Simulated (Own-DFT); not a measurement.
# How strain changes the stress of wurtzite AlN, 72 atoms (Al36N36)

Calculated results; nothing here was measured. They come from Own-DFT, an in-house plane-wave density functional program, since retired, whose code no person has reviewed. Each row is one single-point run on a periodic cell that was not relaxed, without spin or spin-orbit coupling.

Settings of every run: PBE; PseudoDojo norm-conserving scalar-relativistic files; cutoff 42 hartree; 4 x 4 x 3 k mesh centred on Gamma; Gaussian smearing of 0.01 eV.

Known limits: k mesh not checked against a denser one; stress not checked against mesh or cutoff.

Unstrained cell vectors in Å: (9.336, 0.000, 0.000); (-4.668, 8.085, 0.000); (0.000, 0.000, 9.964). The unstrained cell has measured lattice constants (interpolated for alloys), not those of this functional. That, the random moves and any unrelaxed bonds set the pressure at no strain. Each run strains this cell uniformly, with the atoms carried along. Every atom was also moved at random, by a Gaussian of width 0.05 Å on each axis. Strain is the symmetric tensor, in per cent. Stress is positive in tension, and the pressure is minus a third of its trace.

| run | e_xx (%) | e_yy (%) | e_zz (%) | s_xx (GPa) | s_yy (GPa) | s_zz (GPa) | P (GPa) | E (meV/atom) |
|---|---|---|---|---|---|---|---|---|
| 1 | -0.25 | -0.25 | 0.00 | -5.08 | -8.05 | -8.52 | 7.22 | 15.5 |
| 2 | -0.75 | -0.75 | 0.00 | -8.39 | -12.52 | -6.01 | 8.97 | 10.3 |
| 3 | -3.00 | -3.00 | 0.00 | -22.95 | -30.36 | -8.90 | 20.74 | 57.4 |
| 4 | 1.75 | 1.75 | 0.00 | 2.04 | 2.32 | -0.15 | -1.40 | 0.6 |
| 5 | 3.00 | 3.00 | 0.00 | 9.02 | 9.14 | -0.20 | -5.99 | 8.9 |
| 6 | -0.50 | -0.50 | 0.00 | -7.93 | -9.15 | -6.52 | 7.87 | 10.5 |
| 7 | -1.50 | -1.50 | 0.00 | -13.58 | -15.40 | -8.15 | 12.38 | 13.7 |
| 8 | 2.25 | 2.25 | 0.00 | 6.49 | 5.40 | -2.09 | -3.26 | 0.0 |
| 9 | -2.75 | -2.75 | 0.00 | ? | ? | ? | ? | ? |

E is the free energy for each atom above the lowest run shown.

## Worked fit

The change of volume is close to e_xx + e_yy + e_zz. A straight line through the runs shown gives P = 6.44 - 217 x (fractional change of volume) GPa, with an error of 8 on the slope and a scatter of 0.84 GPa. The strain isn't the same on all axes and the cell isn't cubic, so the slope belongs to this path and is not the bulk modulus.

## Withheld run

Question: what pressure should run 9 give? Its volume changes by -5.42 %.

The line gives 18.2 GPa. The calculation gave 19.24 GPa.
